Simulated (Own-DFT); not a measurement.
# Energy and forces against displacement in grey tin, 64 atoms (Sn64)

All numbers below are calculated, not measured. The program, named Own-DFT, is a retired in-house plane-wave density functional code that no person has reviewed. Each row is one single-point run on a periodic cell that was not relaxed, without spin or spin-orbit coupling.

Settings of every run: PBE; PseudoDojo norm-conserving scalar-relativistic files; cutoff 42 hartree; 3 x 3 x 3 k mesh centred on Gamma; cold (Marzari-Vanderbilt) smearing of 0.2 eV.

Known limits: forces on such cells moved up to 12 meV/angstrom on a denser k mesh; stress not checked against mesh or cutoff.

Cell vectors in Å: (12.978, 0.000, 0.000); (0.000, 12.978, 0.000); (0.000, 0.000, 12.978). In each run every atom was moved at random and independently from its ideal site; u is the rms move along one axis. E is the free energy for each atom above the fitted value at u = 0, and F the rms of the force components.

| run | u (Å) | E (meV/atom) | F (eV/Å) | largest force (eV/Å) | P (GPa) |
|---|---|---|---|---|---|
| 1 | 0.0178 | 4.0 | 0.172 | 0.50 | 3.36 |
| 2 | 0.0205 | 5.4 | 0.209 | 0.57 | 3.38 |
| 3 | 0.0212 | 5.6 | 0.201 | 0.67 | 3.37 |
| 4 | 0.0499 | 30.9 | 0.519 | 1.65 | 3.62 |
| 5 | 0.0500 | 33.7 | 0.574 | 2.43 | 3.64 |
| 6 | 0.0959 | ? | ? | ? | ? |
| 7 | 0.0978 | 119.0 | 1.122 | 3.49 | 4.41 |
| 8 | 0.1472 | 289.5 | 1.910 | 7.36 | 6.01 |

## Worked fit

For small independent moves the energy grows as E = (3/2) K u², with K the mean stiffness felt by one atom. The runs with u up to 0.11 Å give K = 8.5 ± 0.2 eV/Å², with residuals divided by u² + 0.0006 Å², since the noise grows with the moves. The scatter is 1.1 meV/atom at u = 0.05 Å. The forces follow F = G u with G = 10.5 eV/Å²; no force at u = 0 is resolved. G exceeds K because the moves of its neighbours add to the force on an atom, and stiffness differs between atoms. At u = 0.147 Å the parabola gives 276 meV/atom and the run 289. The pressure follows P = 3.33 + 113 u² GPa: at fixed volume, shortened bonds push harder than stretched ones pull.

## Withheld run

Question: what energy and rms force should run 6 give?

The fit gives 117 ± 4 meV/atom and about 1.01 eV/Å. The calculation gave 107.2 meV/atom and 1.021 eV/Å.
